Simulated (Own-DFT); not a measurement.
# Response to strain: wurtzite AlGaN with randomly placed atoms, 72 atoms (Al27Ga9N36)

These are calculations, not measurements. The program, named Own-DFT, is a retired in-house plane-wave density functional code that no person has reviewed. Each row is one single-point run on a periodic cell that was not relaxed, without spin or spin-orbit coupling.

Settings of every run: PBE; PseudoDojo norm-conserving scalar-relativistic files; cutoff 42 hartree; 4 x 4 x 3 k mesh centred on Gamma; Fermi-Dirac smearing of 0.1 eV.

Known limits: forces on such cells passed a denser k mesh, each cell not checked; stress not checked against mesh or cutoff.

Unstrained cell vectors in Å: (9.394, 0.000, 0.000); (-4.697, 8.135, 0.000); (0.000, 0.000, 10.066). The unstrained cell has measured lattice constants (interpolated for alloys), not those of this functional. That, the random moves and any unrelaxed bonds set the pressure at no strain. Each run strains this cell uniformly, with the atoms carried along. Every atom was also moved at random, by a Gaussian of width 0.05 Å on each axis. The random placing of the alloy's atoms differs from row to row. Strain is the symmetric tensor, in per cent. Stress is positive in tension, and the pressure is minus a third of its trace.

```
run  e_xx (%)  e_yy (%)  e_zz (%)  s_xx (GPa)  s_yy (GPa)  s_zz (GPa)  P (GPa)  E (meV/atom)
  1     -2.00     -2.00      0.00      -17.44      -19.33      -11.10    15.96          45.8
  2     -3.00     -3.00      0.00      -26.12      -25.03      -12.59    21.25          70.3
  3     -2.50     -2.50      0.00      -24.55      -22.48       -9.86    18.96          66.9
  4     -0.75     -0.75      0.00      -12.18      -11.06       -7.02    10.09          34.4
  5      1.75      1.75      0.00        3.25        1.36       -1.99    -0.87           0.0
  6      0.25      0.25      0.00       -5.46       -4.99       -7.68     6.04          32.6
  7     -1.75     -1.75      0.00      -16.30      -18.25       -9.43    14.66          39.7
  8     -2.25     -2.25      0.00      -20.84      -21.76      -10.80    17.80          66.3
  9     -2.75     -2.75      0.00           ?           ?           ?        ?             ?
```

E is the free energy for each atom above the lowest run shown.

## Worked fit

The change of volume is close to e_xx + e_yy + e_zz. A straight line through the runs shown gives P = 7.09 - 234 x (fractional change of volume) GPa, with an error of 5 on the slope and a scatter of 0.43 GPa. The strain isn't the same on all axes and the cell isn't cubic, so the slope belongs to this path and is not the bulk modulus.

## Withheld run

Question: what pressure should run 9 give? Its volume changes by -5.42 %.

The line gives 19.8 GPa. The calculation gave 19.69 GPa.
